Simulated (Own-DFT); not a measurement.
Si3N4 (beta silicon nitride, atoms displaced) (calculated)

Computed with Own-DFT development build. A calculation, not a measurement: plane-wave PBE density functional theory by an unreviewed code, no spin, of a simulated periodic cell, stress positive in tension, free energy of the whole cell less one offset for each atom, forces on such cells passed a denser k mesh, this cell's mesh not checked; offsets are fitted by least squares, one for each functional and potential file, so energies compare only between cells with the same atoms and settings and are not formation energies; the far tail of each file's local potential was reset to the Coulomb form; each entry is a single point on an unrelaxed cell, so the pressure reflects the starting lattice, mostly measured values (interpolated for alloys), from which strain is counted, and rises with the displacements; printed positions are rounded, which can move forces by about a meV/angstrom; the program, named Own-DFT, is a retired in-house code; no spin-orbit coupling.

```xyz
42
Lattice="7.6060 0.0000 0.0000 -3.8030 6.5870 0.0000 0.0000 0.0000 8.7270" Properties=species:S:1:pos:R:3 formula=Si3N4 functional=PBE potential_files=PseudoDojo_norm-conserving,scalar-relativistic,standard_set wave_cutoff=42 occupations=Fermi-Dirac smearing_width=0.1 k_mesh=3_x_3_x_3_centred_on_Gamma
Si    -1.6175     5.0521     0.7485
Si     0.2153     2.6463     0.7485
Si     1.4311     5.4234     0.7287
Si     5.4151     1.5187     2.1623
Si     3.5868     3.8964     2.1847
Si     2.4248     1.1000     2.1801
N      2.3840     0.2105     0.7405
N      6.2386     1.9973     0.7404
N      2.7690     4.3972     0.7445
N      1.3944     6.3657     2.1770
N     -2.4138     4.6560     2.1623
N      1.0585     2.1920     2.1888
N     -0.0103     4.4075     0.7076
N      3.7626     2.2037     2.2013
Si    -1.6030     5.0808     3.6351
Si     0.2175     2.6742     3.6160
Si     1.3792     5.4459     3.6479
Si     5.4008     1.4973     5.1251
Si     3.5859     3.9532     5.1109
Si     2.4132     1.1250     5.0428
N      2.3958     0.2071     3.6503
N      6.1951     1.9811     3.6548
N      2.8037     4.3939     3.6375
N      1.3690     6.3722     5.1064
N     -2.4637     4.6125     5.0759
N      1.0265     2.1931     5.1157
N     -0.0047     4.3781     3.6039
N      3.7867     2.1942     5.0956
Si    -1.5913     5.0879     6.5143
Si     0.1912     2.6979     6.5488
Si     1.4018     5.4717     6.5774
Si     5.4051     1.5415     7.9939
Si     3.6162     3.9279     8.0041
Si     2.4211     1.1599     7.9820
N      2.3894     0.2298     6.5296
N      6.2022     1.9780     6.5561
N      2.7817     4.4099     6.5514
N      1.3979     6.3743     7.9770
N     -2.4195     4.5781     8.0055
N      1.0212     2.1983     7.9849
N      0.0304     4.3991     6.5340
N      3.8284     2.1512     8.0132
```

Units: wave_cutoff in hartree; smearing_width in eV.

To be estimated
1. Estimate the stress zz of Si3N4 (beta silicon nitride, atoms displaced).

Answers
1. -7.3 GPa

Further results for Si3N4 (beta silicon nitride, atoms displaced):

* free energy of cell above offsets: -7.312 eV
* pressure: 5.54 GPa
* stress xx: -4.58 GPa
* stress yy: -4.74 GPa
* stress yz: -0.79 GPa
* stress xz: 0.4 GPa
* stress xy: -0.42 GPa

Force:
```csv
element,x (eV/Å),y (eV/Å),z (eV/Å)
Si,1.515,0.632,-1.424
Si,0.693,1.576,-0.662
Si,-2.097,0.079,-0.351
Si,-1.428,0.066,1.133
Si,0.337,0.31,0.313
Si,0.152,1.57,0.011
N,-0.222,-0.672,-1.059
N,-0.325,-0.553,-0.513
N,1.107,-0.344,-0.622
N,0.342,0.84,0.089
N,-1.636,-0.914,1.252
N,-0.392,-0.459,-0.041
N,0.628,-0.652,0.194
N,1.494,-1.021,-0.325
Si,0.342,-0.894,-0.114
Si,-0.24,-0.261,1.095
Si,0.142,-1.01,-0.275
Si,-1.26,0.805,-1.009
Si,-0.567,-1.995,-0.536
Si,0.232,2.163,1.974
N,-0.147,-1.096,-1.039
N,0.969,-0.014,-0.441
N,-1.002,1.049,0.114
N,0.435,0.246,-0.145
N,1.428,0.825,0.26
N,-0.344,-0.299,-1.022
N,-0.153,0.774,0.28
N,0.382,0.118,0.068
Si,0.406,-0.455,0.794
Si,0.534,-0.313,-0.216
Si,-0.449,-1.638,-1.177
Si,-0.093,-0.832,0.67
Si,-0.83,-1.283,-0.018
Si,-0.089,0.017,0.514
N,-0.203,-1.025,-0.064
N,1.129,0.392,-0.114
N,0.049,0.416,0.576
N,0.565,1.236,1.738
N,0.526,0.704,-0.488
N,0.044,-0.396,0.589
N,-1.113,0.645,-0.064
N,-0.864,1.663,0.056
```
